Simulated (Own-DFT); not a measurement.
# Shaking the atoms of 4H SiC, 32 atoms (C16Si16)

All numbers below are calculated, not measured. They come from Own-DFT, an in-house plane-wave density functional program, since retired, whose code no person has reviewed. Each row is one single-point run on a periodic cell that was not relaxed, without spin or spin-orbit coupling.

Settings of every run: PBE; PseudoDojo norm-conserving scalar-relativistic files; cutoff 42 hartree; 5 x 5 x 3 k mesh centred on Gamma; Fermi-Dirac smearing of 0.1 eV.

Known limits: forces on such cells passed a denser k mesh, each cell not checked; stress not checked against mesh or cutoff.

Cell vectors in Å: (6.165, 0.000, 0.000); (-3.083, 5.339, 0.000); (0.000, 0.000, 10.068). In each run every atom was moved at random and independently from its ideal site; u is the rms move along one axis. E is the free energy for each atom above the fitted value at u = 0, and F the rms of the force components.

| run | u (Å) | E (meV/atom) | F (eV/Å) | largest force (eV/Å) | P (GPa) |
|---|---|---|---|---|---|
| 1 | 0.0279 | 27.7 | 0.819 | 2.56 | 3.55 |
| 2 | 0.0303 | 35.8 | 0.899 | 3.10 | 3.85 |
| 3 | 0.0319 | ? | ? | ? | ? |
| 4 | 0.0569 | 149.3 | 2.101 | 7.97 | 7.18 |
| 5 | 0.0575 | 126.5 | 1.728 | 5.42 | 5.71 |
| 6 | 0.0613 | 128.9 | 1.683 | 5.73 | 5.73 |
| 7 | 0.0995 | 336.6 | 2.843 | 10.60 | 10.60 |
| 8 | 0.1069 | 454.7 | 3.556 | 14.65 | 12.47 |

## Worked fit

For small independent moves the energy grows as E = (3/2) K u², with K the mean stiffness felt by one atom. The runs with u up to 0.11 Å give K = 25.5 ± 1.7 eV/Å², with residuals divided by u² + 0.0006 Å², since the noise grows with the moves. The scatter is 12.1 meV/atom at u = 0.05 Å. The forces follow F = G u with G = 30.9 eV/Å²; no force at u = 0 is resolved. G exceeds K because the moves of its neighbours add to the force on an atom, and stiffness differs between atoms. The pressure follows P = 3.29 + 783 u² GPa: at fixed volume, shortened bonds push harder than stretched ones pull.

## Withheld run

Question: what energy and rms force should run 3 give?

The fit gives 39 ± 7 meV/atom and about 0.99 eV/Å. The calculation gave 40.9 meV/atom and 0.957 eV/Å.
